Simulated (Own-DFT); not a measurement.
# Shaking the atoms of 6H (3C twinned every three layers) SiC, 48 atoms (C24Si24)

Calculated results; nothing here was measured. They come from Own-DFT, an in-house plane-wave density functional program, since retired, whose code no person has reviewed. Each row is one single-point run on a periodic cell that was not relaxed, without spin or spin-orbit coupling.

Settings of every run: PBE; PseudoDojo norm-conserving scalar-relativistic files; cutoff 42 hartree; 5 x 5 x 2 k mesh centred on Gamma; Fermi-Dirac smearing of 0.1 eV.

Known limits, some of them of some rows only: some atoms lie very close together; forces on such cells passed a denser k mesh, each cell not checked; stress not checked against mesh or cutoff.

Cell vectors in Å: (4.360, -4.360, 0.000); (0.000, 4.360, -4.360); (8.719, 8.719, 8.719). In each run every atom was moved at random and independently from its ideal site; u is the rms move along one axis. E is the free energy for each atom above the fitted value at u = 0, and F the rms of the force components.

| run | u (Å) | E (meV/atom) | F (eV/Å) | largest force (eV/Å) | P (GPa) |
|---|---|---|---|---|---|
| 1 | 0.0293 | 31.8 | 0.802 | 2.70 | 3.58 |
| 2 | 0.0300 | 36.0 | 0.878 | 2.42 | 3.72 |
| 3 | 0.0604 | 142.8 | 1.792 | 5.35 | 5.99 |
| 4 | 0.0620 | ? | ? | ? | ? |
| 5 | 0.0630 | 142.1 | 1.915 | 7.09 | 6.29 |
| 6 | 0.0985 | 411.6 | 3.729 | 15.43 | 13.35 |
| 7 | 0.1013 | 390.2 | 3.438 | 14.05 | 12.45 |
| 8 | 0.1050 | 397.9 | 3.086 | 12.79 | 11.97 |

## Worked fit

For small independent moves the energy grows as E = (3/2) K u², with K the mean stiffness felt by one atom. The runs with u up to 0.11 Å give K = 25.6 ± 0.9 eV/Å², with residuals divided by u² + 0.0006 Å², since the noise grows with the moves. The scatter is 7.1 meV/atom at u = 0.05 Å. The forces follow F = G u with G = 31.3 eV/Å²; no force at u = 0 is resolved. G exceeds K because the moves of its neighbours add to the force on an atom, and stiffness differs between atoms. The pressure follows P = 2.77 + 941 u² GPa: at fixed volume, shortened bonds push harder than stretched ones pull.

## Withheld run

Question: what energy and rms force should run 4 give?

The fit gives 148 ± 11 meV/atom and about 1.94 eV/Å. The calculation gave 146.3 meV/atom and 1.929 eV/Å.
